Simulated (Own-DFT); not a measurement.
# Computed records: GaP (zincblende, atoms displaced), SiC (2H silicon carbide, atoms displaced)

All values are calculated (Own-DFT development build). A calculation, not a measurement: plane-wave PBE density functional theory by an unreviewed code, no spin, of a simulated periodic cell, stress positive in tension, free energy of the whole cell less one offset for each atom, forces on such cells passed a denser k mesh, this cell's mesh not checked; offsets are fitted by least squares, one for each functional and potential file, so energies compare only between cells with the same atoms and settings and are not formation energies; the far tail of each file's local potential was reset to the Coulomb form; each entry is a single point on an unrelaxed cell, so the pressure reflects the starting lattice, mostly measured values (interpolated for alloys), from which strain is counted, and rises with the displacements; printed positions are rounded, which can move forces by about a meV/angstrom; the program, named Own-DFT, is a retired in-house code; no spin-orbit coupling; before rounding, a Quantum ESPRESSO 7.3.1 run of the same cell and cutoff gave forces within 1 meV/angstrom rms on each cell, which checks the program and not the settings.

Common to all runs: functional PBE; potential files PseudoDojo norm-conserving, scalar-relativistic, standard set; wave cutoff 42 hartree; occupations Fermi-Dirac; smearing width 0.1 eV.

(1) GaP (zincblende, atoms displaced)

```
GaP
1.0
     16.3515     0.0000     0.0000
      0.0000    10.9010     0.0000
      0.0000     0.0000    10.9010
Ga P Ga P Ga P Ga P Ga P Ga P Ga P Ga P Ga P Ga P Ga P Ga P
4 4 4 4 4 4 4 4 4 4 4 4 4 4 4 4 4 4 4 4 4 4 4 4
Direct
  0.99821 0.99948 0.00733
  0.00566 0.25608 0.21666
  0.16761 0.00406 0.22517
  0.16677 0.23971 0.00153
  0.09385 0.12304 0.12222
  0.09661 0.37576 0.37385
  0.25837 0.13134 0.36157
  0.26984 0.38305 0.12069
  0.00252 0.00446 0.48648
  0.99667 0.25044 0.74878
  0.16649 0.00504 0.77118
  0.15833 0.25996 0.51693
  0.09269 0.15121 0.61707
  0.07579 0.37418 0.86944
  0.23770 0.14188 0.87274
  0.24700 0.36077 0.63409
  0.01151 0.53739 0.00076
  0.02789 0.73623 0.25389
  0.16507 0.50961 0.24924
  0.16885 0.75948 0.00643
  0.09197 0.61828 0.12554
  0.09292 0.86358 0.37105
  0.25398 0.63435 0.36179
  0.24088 0.89151 0.13267
  0.00322 0.50212 0.51712
  0.00219 0.73457 0.73354
  0.16118 0.48111 0.73669
  0.15530 0.77127 0.49817
  0.08269 0.64707 0.61478
  0.07460 0.88669 0.86475
  0.25335 0.61896 0.89073
  0.24693 0.85081 0.65083
  0.34077 0.99930 0.99725
  0.34845 0.25031 0.25136
  0.49761 0.01858 0.22919
  0.50248 0.23656 0.03559
  0.41484 0.13242 0.11710
  0.39946 0.36909 0.37792
  0.59131 0.12580 0.38674
  0.56991 0.36123 0.15696
  0.31198 0.00690 0.48507
  0.34291 0.26047 0.76855
  0.50090 0.00304 0.74210
  0.48756 0.23130 0.48675
  0.40813 0.11944 0.64035
  0.41270 0.37452 0.87415
  0.58219 0.12764 0.87004
  0.59884 0.37909 0.60594
  0.33342 0.46762 0.96862
  0.33461 0.77365 0.26582
  0.49619 0.48971 0.24859
  0.49460 0.73417 0.99134
  0.40569 0.63314 0.12485
  0.42126 0.87033 0.38063
  0.57337 0.60120 0.36388
  0.58245 0.87756 0.11769
  0.33585 0.52402 0.50325
  0.33045 0.74324 0.75943
  0.48896 0.50513 0.74129
  0.50040 0.76966 0.48875
  0.42761 0.62363 0.62182
  0.40912 0.89001 0.89883
  0.58048 0.59662 0.88488
  0.58732 0.88657 0.59830
  0.67359 0.02252 0.98010
  0.68393 0.23957 0.21789
  0.82930 0.99495 0.24922
  0.84819 0.23909 0.01039
  0.75074 0.13240 0.12889
  0.74410 0.36722 0.37687
  0.91061 0.17065 0.36398
  0.91288 0.35106 0.09913
  0.67173 0.00854 0.49872
  0.65503 0.25097 0.76207
  0.83080 0.99367 0.73845
  0.82027 0.24033 0.50282
  0.75690 0.09902 0.63248
  0.76674 0.38353 0.85729
  0.91143 0.13308 0.88762
  0.92730 0.40360 0.64040
  0.66624 0.49964 0.01446
  0.66866 0.73224 0.27564
  0.82994 0.50260 0.25846
  0.83978 0.73788 0.01526
  0.76002 0.58703 0.12938
  0.73267 0.89771 0.37368
  0.90514 0.64801 0.37955
  0.91283 0.85471 0.10627
  0.66710 0.49302 0.49534
  0.66944 0.72527 0.74972
  0.84252 0.47264 0.73673
  0.82072 0.72551 0.48892
  0.74159 0.62654 0.59603
  0.75822 0.85980 0.86089
  0.91326 0.60763 0.87317
  0.91456 0.86794 0.63513
```

```
k mesh                            : 2 x 3 x 3 centred on Gamma
free energy of cell above offsets : -11.078 eV
pressure                          : 9.24 GPa
stress xx                         : -9.79 GPa
stress yy                         : -8.7 GPa
stress zz                         : -9.24 GPa
stress yz                         : -1.29 GPa
stress xz                         : 1.14 GPa
stress xy                         : 0.91 GPa
```

Force:
| element | x (eV/Å) | y (eV/Å) | z (eV/Å) |
| --- | --- | --- | --- |
| Ga | -0.331 | 0.128 | -0.758 |
| Ga | 0.156 | 0.363 | 1.869 |
| Ga | -1.03 | 1.702 | 5.422 |
| Ga | -0.001 | 3.67 | 0.581 |
| P | -3.353 | 0.397 | -0.577 |
| P | -2.231 | 0.641 | -0.679 |
| P | -3.055 | 1.117 | -1.06 |
| P | -3.049 | -1.585 | 1.504 |
| Ga | -0.912 | 0.563 | 0.541 |
| Ga | -0.249 | -0.306 | 0.267 |
| Ga | 0.137 | -0.427 | -2.181 |
| Ga | 4.534 | 2.947 | -4.761 |
| P | -4.836 | -6.473 | 4.139 |
| P | 0.827 | 0.666 | 1.727 |
| P | 3.859 | -1.329 | -0.424 |
| P | 2.444 | 1.639 | -0.766 |
| Ga | -2.38 | -3.725 | -2.552 |
| Ga | -4.036 | 0.381 | 0.133 |
| Ga | 2.836 | -1.819 | 0.72 |
| Ga | -0.012 | 0.201 | -1.228 |
| P | 1.193 | 1.529 | -0.2 |
| P | -2.19 | 5.385 | -2.896 |
| P | -1.057 | 0.242 | 1.656 |
| P | 4.805 | -3.547 | -2.857 |
| Ga | 0.987 | 1.399 | -3.017 |
| Ga | -2.504 | 1.836 | 3.128 |
| Ga | -0.107 | 1.923 | 1.116 |
| Ga | 4.771 | -2.817 | 2.946 |
| P | 1.94 | -3.599 | -0.605 |
| P | -0.068 | -1.742 | 1.137 |
| P | -1.307 | 0.037 | -1.327 |
| P | -1.708 | 3.183 | -2.59 |
| Ga | -5.389 | 3.807 | 2.961 |
| Ga | -2.527 | -0.739 | -1.974 |
| Ga | 2.057 | -2.2 | 2.079 |
| Ga | 2.411 | 2.016 | -4.232 |
| P | -3.03 | -2.136 | 1.177 |
| P | 2.977 | 2.458 | 2.291 |
| P | -1.379 | 1.05 | -2.626 |
| P | 3.73 | -0.841 | -2.308 |
| Ga | 2.436 | -2.683 | 3.105 |
| Ga | -3.106 | -2.959 | -2.7 |
| Ga | -0.041 | -1.016 | 0.283 |
| Ga | 0.62 | 0.933 | 1.07 |
| P | -0.423 | 0.394 | -1.587 |
| P | 7.62 | -1.478 | -1.108 |
| P | -1.92 | -0.134 | 1.333 |
| P | -4.327 | -2.956 | 3.288 |
| Ga | -3.319 | 5.239 | 3.902 |
| Ga | -0.712 | -1.087 | -2.121 |
| Ga | -3.917 | 1.515 | 0.313 |
| Ga | 0.433 | 1.113 | 1.329 |
| P | 0.426 | -1.251 | -0.153 |
| P | -1.907 | 4.285 | -1.514 |
| P | 1.325 | 2.161 | 2.32 |
| P | 0.573 | -0.34 | -0.413 |
| Ga | -1.529 | -1.61 | -0.265 |
| Ga | 1.803 | -0.856 | 1.18 |
| Ga | 2.929 | -2.91 | 1.346 |
| Ga | 2.048 | -3.203 | 1.311 |
| P | -1.671 | 3.259 | -0.992 |
| P | 4.417 | -4.829 | -5.456 |
| P | -0.292 | 1.581 | -1.394 |
| P | -0.645 | -1.49 | 3.282 |
| Ga | 0.316 | -2.668 | 1 |
| Ga | -6.52 | 6.108 | 6.894 |
| Ga | 0.965 | 0.147 | 0.197 |
| Ga | -7.266 | -2.606 | -3.061 |
| P | 5.299 | -6.171 | -6.016 |
| P | 0.752 | -0.006 | -1.092 |
| P | 1.358 | -3.175 | -0.464 |
| P | 5.534 | 8.593 | 5.517 |
| Ga | -0.903 | 1.33 | 1.63 |
| Ga | 2.649 | 2.058 | -1.982 |
| Ga | 3.04 | -1.853 | 3.322 |
| Ga | 0.44 | 0.767 | 0.816 |
| P | -2.955 | 4.311 | -1.592 |
| P | -4.078 | -2.968 | 3.629 |
| P | 2.088 | -3.481 | -3.795 |
| P | 3.782 | -6.035 | -4.487 |
| Ga | -0.34 | -1.986 | -0.703 |
| Ga | -0.529 | 0.554 | -1.934 |
| Ga | 3.004 | -3 | 2.861 |
| Ga | -3.317 | -3.154 | -3.645 |
| P | -2.275 | 4.527 | -1.799 |
| P | 3.059 | -3.501 | -1.998 |
| P | 4.867 | -3.357 | -3.421 |
| P | 3.59 | 3.899 | 4.486 |
| Ga | 0.237 | 1.547 | -2.559 |
| Ga | -0.79 | 0.985 | -0.01 |
| Ga | -4.594 | 5.732 | 2.246 |
| Ga | -0.536 | 5.816 | 1.121 |
| P | -0.63 | -1.925 | 3.62 |
| P | -1.009 | 0.104 | 1.556 |
| P | 0.379 | 1.841 | -0.14 |
| P | 0.637 | -0.106 | -2.331 |

(2) GaP (zincblende, atoms displaced)

```
GaP
1.0
     16.3515     0.0000     0.0000
      0.0000    10.9010     0.0000
      0.0000     0.0000    10.9010
Ga P Ga P Ga P Ga P Ga P Ga P Ga P Ga P Ga P Ga P Ga P Ga P
4 4 4 4 4 4 4 4 4 4 4 4 4 4 4 4 4 4 4 4 4 4 4 4
Direct
  0.99443 0.00394 0.99777
  0.00564 0.24410 0.22632
  0.16057 0.01488 0.24520
  0.17987 0.25375 0.98337
  0.09323 0.09741 0.13481
  0.08556 0.35990 0.36580
  0.26455 0.09560 0.36098
  0.25830 0.38130 0.13853
  0.99660 0.98462 0.49949
  0.01041 0.28296 0.72034
  0.18063 0.00468 0.75426
  0.15761 0.26196 0.50685
  0.09309 0.12397 0.62077
  0.07838 0.36908 0.89741
  0.25747 0.13252 0.89134
  0.25422 0.35708 0.60868
  0.99969 0.49108 0.97851
  0.98623 0.73278 0.26633
  0.16148 0.50144 0.24343
  0.16200 0.72312 0.01112
  0.08451 0.61083 0.11271
  0.09599 0.89201 0.38247
  0.23874 0.62057 0.36604
  0.26206 0.89810 0.11744
  0.00010 0.50114 0.51342
  0.99823 0.75412 0.75336
  0.16886 0.50139 0.71402
  0.16419 0.75498 0.49871
  0.10046 0.63705 0.62836
  0.07410 0.86675 0.87763
  0.24693 0.64323 0.89157
  0.23745 0.88292 0.61646
  0.32643 0.97025 0.99397
  0.32529 0.24554 0.24681
  0.50350 0.00403 0.25740
  0.50334 0.23403 0.98778
  0.41474 0.12553 0.11649
  0.41122 0.36415 0.37757
  0.59181 0.11739 0.38995
  0.58155 0.38355 0.13734
  0.31693 0.01755 0.50729
  0.34220 0.22730 0.74147
  0.48068 0.99860 0.73887
  0.50516 0.25094 0.47665
  0.41650 0.12113 0.61437
  0.41419 0.37085 0.85893
  0.58486 0.13598 0.89070
  0.58851 0.38632 0.60788
  0.33509 0.51806 0.01730
  0.33560 0.74112 0.23666
  0.48923 0.49987 0.24734
  0.49913 0.76080 0.99372
  0.41730 0.61592 0.13375
  0.40219 0.88576 0.36883
  0.59763 0.65004 0.36034
  0.59205 0.86818 0.11340
  0.33383 0.51109 0.49673
  0.33198 0.72887 0.74449
  0.47200 0.47874 0.75164
  0.49756 0.75141 0.50602
  0.41908 0.61451 0.63521
  0.41260 0.86068 0.88823
  0.58680 0.61888 0.89772
  0.56751 0.85140 0.63165
  0.64473 0.01216 0.02135
  0.65577 0.25701 0.26528
  0.83809 0.01154 0.23657
  0.83761 0.23762 0.97808
  0.75477 0.13526 0.13657
  0.74273 0.36410 0.39129
  0.91223 0.12164 0.35581
  0.91549 0.38418 0.14220
  0.65978 0.01454 0.47090
  0.66498 0.23634 0.75485
  0.83939 0.97286 0.75019
  0.84427 0.25337 0.50230
  0.75027 0.14234 0.62514
  0.75080 0.40778 0.87009
  0.91363 0.12329 0.89756
  0.92363 0.37720 0.64712
  0.65259 0.50912 0.99658
  0.67301 0.75699 0.26709
  0.83123 0.49024 0.27863
  0.84403 0.77249 0.98393
  0.74987 0.62907 0.12365
  0.76012 0.86310 0.38022
  0.92041 0.61276 0.36954
  0.90314 0.89180 0.13522
  0.67794 0.48718 0.49578
  0.67358 0.75827 0.75377
  0.82969 0.53462 0.74305
  0.83036 0.75234 0.50001
  0.74540 0.62710 0.62007
  0.75533 0.86822 0.87855
  0.91637 0.61644 0.87678
  0.90754 0.89262 0.64559
```

```
k mesh                            : 2 x 3 x 3 centred on Gamma
free energy of cell above offsets : -10.971 eV
pressure                          : 9.38 GPa
stress xx                         : -9.77 GPa
stress yy                         : -9 GPa
stress zz                         : -9.36 GPa
stress yz                         : 2.49 GPa
stress xz                         : 0.19 GPa
stress xy                         : 3.26 GPa
```

Force:
| element | x (eV/Å) | y (eV/Å) | z (eV/Å) |
| --- | --- | --- | --- |
| Ga | 1.337 | -1.561 | 1.528 |
| Ga | -0.284 | -0.286 | 0.8 |
| Ga | 6.627 | -5.01 | 5.558 |
| Ga | -1.832 | 1.671 | 3.287 |
| P | -5.954 | 6.353 | -7.76 |
| P | -1.065 | 1.479 | 0.005 |
| P | -3.322 | 3.782 | -2.952 |
| P | -1.656 | 0.299 | -1.96 |
| Ga | -0.218 | 1.691 | -0.045 |
| Ga | 5.741 | -5.347 | 4.416 |
| Ga | -2.002 | 0.47 | 1.411 |
| Ga | 0.837 | -1.27 | -1.518 |
| P | -1.725 | -0.436 | 0.871 |
| P | 2.53 | -2.051 | -3.948 |
| P | 1.871 | -2.569 | -2.771 |
| P | 1.006 | 1.412 | 1.343 |
| Ga | -2.117 | 1.494 | 3.512 |
| Ga | 3.34 | 4.044 | -3.528 |
| Ga | -0.105 | -1.457 | 0.42 |
| Ga | 0.075 | 4.907 | -0.282 |
| P | -3.247 | -0.5 | 2.158 |
| P | -2.225 | -1.992 | -0.574 |
| P | 1.633 | 1.285 | 0.741 |
| P | -6.695 | -5.769 | 6.911 |
| Ga | 1.256 | -0.136 | -0.805 |
| Ga | -0.41 | -0.895 | -0.483 |
| Ga | 2.265 | -2.588 | 3.392 |
| Ga | 0.838 | -0.051 | -1.68 |
| P | -4.453 | 0.898 | -0.694 |
| P | 1.984 | 1.181 | 0.94 |
| P | 1.876 | -3.018 | -2.704 |
| P | 2.577 | -1.138 | 1.069 |
| Ga | 4.591 | 5.296 | -4.584 |
| Ga | 1.691 | -0.923 | 0.459 |
| Ga | -0.655 | -0.508 | -1.146 |
| Ga | -3.423 | 3.818 | 3.275 |
| P | 0.311 | -0.472 | 0.241 |
| P | -0.219 | 1.078 | -0.752 |
| P | -8.223 | 6.797 | -7.156 |
| P | -0.588 | -0.952 | -1.043 |
| Ga | 2.483 | -2.841 | 2.655 |
| Ga | -1.612 | 1.699 | 1.004 |
| Ga | 2.009 | -1.891 | 1.868 |
| Ga | 0.111 | 0.815 | 2.139 |
| P | 0.523 | 0.544 | -1.769 |
| P | -3.785 | -4.719 | 6.224 |
| P | 1.508 | -2.899 | -4.305 |
| P | -2.361 | -1.666 | 1.985 |
| Ga | -1.463 | -1.775 | -2.261 |
| Ga | -1.384 | 1.508 | 1.105 |
| Ga | 2.252 | -1.072 | 2.166 |
| Ga | 1.673 | -2.204 | 1.744 |
| P | 1.241 | 2.8 | -1.377 |
| P | 1.425 | -1.109 | 1.131 |
| P | -5.264 | -5.109 | 4.146 |
| P | -2.066 | -1.72 | 3.243 |
| Ga | -0.529 | -0.883 | -0.248 |
| Ga | -0.832 | 2.003 | 0.632 |
| Ga | 6.922 | 3.56 | -3.676 |
| Ga | -1.42 | -1.301 | -3.242 |
| P | -0.791 | 1.35 | -2.449 |
| P | -0.627 | 1.046 | -3.692 |
| P | -4.815 | 4.578 | -5.766 |
| P | 2.695 | 3.442 | 1.947 |
| Ga | 3.887 | 1.925 | -0.737 |
| Ga | 1.211 | -0.354 | -1.498 |
| Ga | -3.693 | 0.637 | 2.54 |
| Ga | -4.261 | 5.238 | 3.687 |
| P | -2.567 | 0.855 | -1.287 |
| P | 3.163 | -1.53 | -1.863 |
| P | 2.349 | 1.283 | 2.683 |
| P | 0.271 | -0.722 | -2.049 |
| Ga | 9.035 | -8.868 | 8.032 |
| Ga | 0.499 | 2.77 | -0.259 |
| Ga | -7.778 | 7.991 | 7.439 |
| Ga | -0.285 | -0.429 | 0.044 |
| P | 0.766 | -2.53 | -0.375 |
| P | -0.376 | -2.574 | 0.28 |
| P | 2.872 | -2.512 | -5.44 |
| P | -6.19 | 4.306 | -3.891 |
| Ga | 5.034 | -3.958 | 4.628 |
| Ga | 3.133 | 2.005 | -4.664 |
| Ga | -1.686 | -0.065 | -2.294 |
| Ga | 0.317 | -2.542 | 2.408 |
| P | 0.734 | -0.109 | 0.478 |
| P | -1.343 | 4.085 | -1.364 |
| P | -1.95 | -1.232 | 4.446 |
| P | 4.299 | -4.189 | -2.585 |
| Ga | -2.133 | 3.797 | 0.879 |
| Ga | -1.52 | -1.056 | 0.073 |
| Ga | 0.329 | -2.103 | 0.703 |
| Ga | 1.763 | -1.305 | 1.676 |
| P | -0.195 | 0.955 | -0.952 |
| P | -2.256 | 2.203 | -0.593 |
| P | 0.584 | 2.064 | -0.367 |
| P | 8.126 | -7.22 | -8.931 |

(3) SiC (2H silicon carbide, atoms displaced)

```
SiC
1.0
      6.1654     0.0000     0.0000
     -3.0827     5.3394     0.0000
      0.0000     0.0000    10.0681
Si C Si C Si C Si C Si C Si C Si C Si C
2 2 2 2 2 2 2 2 2 2 2 2 2 2 2 2
Direct
  0.00667 0.00039 0.99897
  0.17135 0.34886 0.25350
  0.99818 0.99610 0.18640
  0.16964 0.32755 0.44274
  0.00069 0.00007 0.50016
  0.17069 0.33742 0.74670
  0.00458 0.00757 0.68561
  0.17279 0.33264 0.93695
  0.99651 0.50017 0.99639
  0.15252 0.82867 0.25609
  0.00164 0.50285 0.18459
  0.16209 0.82378 0.43482
  0.98575 0.48831 0.50552
  0.18001 0.84069 0.75008
  0.00216 0.49461 0.68941
  0.16377 0.83131 0.93911
  0.50137 0.00073 0.99956
  0.66949 0.32785 0.24982
  0.50301 0.99803 0.18395
  0.66721 0.33850 0.43643
  0.51224 0.00856 0.50336
  0.67372 0.32998 0.74629
  0.50049 0.99569 0.69157
  0.66629 0.33884 0.93265
  0.50551 0.50406 0.00136
  0.66941 0.82803 0.24656
  0.49284 0.49451 0.19266
  0.65814 0.83537 0.42807
  0.49991 0.49815 0.49995
  0.66860 0.83466 0.74927
  0.49758 0.49506 0.68072
  0.67325 0.83978 0.93802
```

```
k mesh                            : 5 x 5 x 3 centred on Gamma
free energy of cell above offsets : -4.431 eV
pressure                          : 3.91 GPa
stress xx                         : -3.14 GPa
stress yy                         : -1.71 GPa
stress zz                         : -6.88 GPa
stress yz                         : 0.25 GPa
stress xz                         : 0.36 GPa
stress xy                         : -0.27 GPa
```

Force:
| element | x (eV/Å) | y (eV/Å) | z (eV/Å) |
| --- | --- | --- | --- |
| Si | -0.598 | 0.39 | 0.349 |
| Si | -0.162 | -2.132 | -0.177 |
| C | -0.01 | 1.021 | 0.335 |
| C | -1.219 | 0.658 | -0.795 |
| Si | -0.094 | -0.951 | -0.877 |
| Si | 0.634 | -0.551 | 0.803 |
| C | 0.25 | -1.031 | 0.456 |
| C | -0.515 | 0.496 | -0.19 |
| Si | 0.815 | -0.399 | 0.23 |
| Si | 1.589 | 0.654 | -2.092 |
| C | -0.499 | -0.14 | 0.495 |
| C | 0.075 | 0.498 | 2.397 |
| Si | 1.769 | 1.267 | -1.211 |
| Si | -1.99 | -1.001 | 0.286 |
| C | -0.486 | 1.155 | -0.054 |
| C | 0.886 | 0.242 | -0.831 |
| Si | -0.151 | 0.272 | -0.106 |
| Si | -0.526 | -0.043 | -0.624 |
| C | -0.649 | -0.245 | 1.001 |
| C | 0.154 | -0.823 | 0.481 |
| Si | -1.337 | -1.346 | -1.358 |
| Si | -1.32 | 0.664 | 0.713 |
| C | 0.667 | 0.708 | -1.057 |
| C | 0.335 | -0.6 | 0.612 |
| Si | -0.533 | -0.112 | -0.078 |
| Si | -0.901 | 0.718 | -0.531 |
| C | 1.348 | 0.255 | -1.009 |
| C | 1.274 | -0.124 | 2.408 |
| Si | -0.493 | 0.962 | -1.07 |
| Si | 0.972 | -0.723 | 0.206 |
| C | 0.864 | 0.739 | 1.548 |
| C | -0.146 | -0.477 | -0.259 |

(4) SiC (2H silicon carbide, atoms displaced)

```
SiC
1.0
      6.1654     0.0000     0.0000
     -3.0827     5.3394     0.0000
      0.0000     0.0000    10.0681
Si C Si C Si C Si C Si C Si C Si C Si C
2 2 2 2 2 2 2 2 2 2 2 2 2 2 2 2
Direct
  0.99495 0.00418 0.99866
  0.16188 0.33200 0.25348
  0.00124 0.99800 0.19002
  0.17132 0.33457 0.43662
  0.99265 0.99640 0.50163
  0.17066 0.33230 0.74740
  0.00538 0.00360 0.68780
  0.16751 0.33197 0.94182
  0.00461 0.49869 0.00272
  0.16628 0.82957 0.25301
  0.99415 0.49105 0.18613
  0.17430 0.83099 0.44294
  0.00175 0.50277 0.49902
  0.17119 0.84680 0.75492
  0.00599 0.50369 0.68812
  0.15953 0.82453 0.93626
  0.50589 0.00131 0.99719
  0.65855 0.33062 0.24647
  0.49671 0.99959 0.18800
  0.66746 0.32648 0.43831
  0.50394 0.00976 0.50331
  0.65287 0.32618 0.74561
  0.50766 0.99953 0.69088
  0.66971 0.32959 0.93563
  0.50584 0.50225 0.00131
  0.66431 0.83691 0.25261
  0.50947 0.50245 0.18665
  0.66585 0.83204 0.43905
  0.50204 0.49796 0.49891
  0.67801 0.83981 0.74526
  0.49061 0.49363 0.68641
  0.67730 0.83687 0.94024
```

```
k mesh                            : 5 x 5 x 3 centred on Gamma
free energy of cell above offsets : -4.647 eV
pressure                          : 3.78 GPa
stress xx                         : -2.67 GPa
stress yy                         : -3.48 GPa
stress zz                         : -5.19 GPa
stress yz                         : 0.84 GPa
stress xz                         : -0.77 GPa
stress xy                         : -0.19 GPa
```

Force:
| element | x (eV/Å) | y (eV/Å) | z (eV/Å) |
| --- | --- | --- | --- |
| Si | 2.032 | -0.368 | 1.199 |
| Si | 0.974 | -0.198 | -1.163 |
| C | -0.383 | 0.117 | 0.01 |
| C | -0.474 | -0.405 | 0.707 |
| Si | 1.317 | 0.479 | -0.796 |
| Si | -1.664 | 0.68 | 1.116 |
| C | -0.071 | -0.034 | -0.243 |
| C | 0.557 | 0.532 | -1.028 |
| Si | -0.66 | -0.197 | -1.094 |
| Si | -0.341 | -0.038 | -0.381 |
| C | 0.022 | 0.736 | 1.017 |
| C | -1.213 | 0.637 | -0.728 |
| Si | 0.605 | -0.487 | 0.787 |
| Si | 0.937 | -2.162 | -1.068 |
| C | -0.928 | -0.035 | 0.011 |
| C | 0.36 | 1.344 | 1.096 |
| Si | -0.871 | -0.499 | 0.314 |
| Si | 1.049 | -0.116 | 0.69 |
| C | 0.142 | -0.361 | -0.233 |
| C | -0.362 | 1.373 | -0.538 |
| Si | 0.481 | -1.648 | -0.036 |
| Si | 2.128 | 1.403 | 0.968 |
| C | -0.972 | -0.033 | -0.548 |
| C | -0.482 | 0.46 | 0.154 |
| Si | 0.158 | -0.445 | -0.448 |
| Si | 0.775 | -0.241 | -0.661 |
| C | -1.737 | 0.267 | 0.662 |
| C | -0.303 | 0.101 | 0.409 |
| Si | -0.263 | -0.079 | -0.139 |
| Si | -0.575 | -1.161 | 1.413 |
| C | 1.127 | 1.133 | -0.182 |
| C | -1.364 | -0.752 | -1.266 |
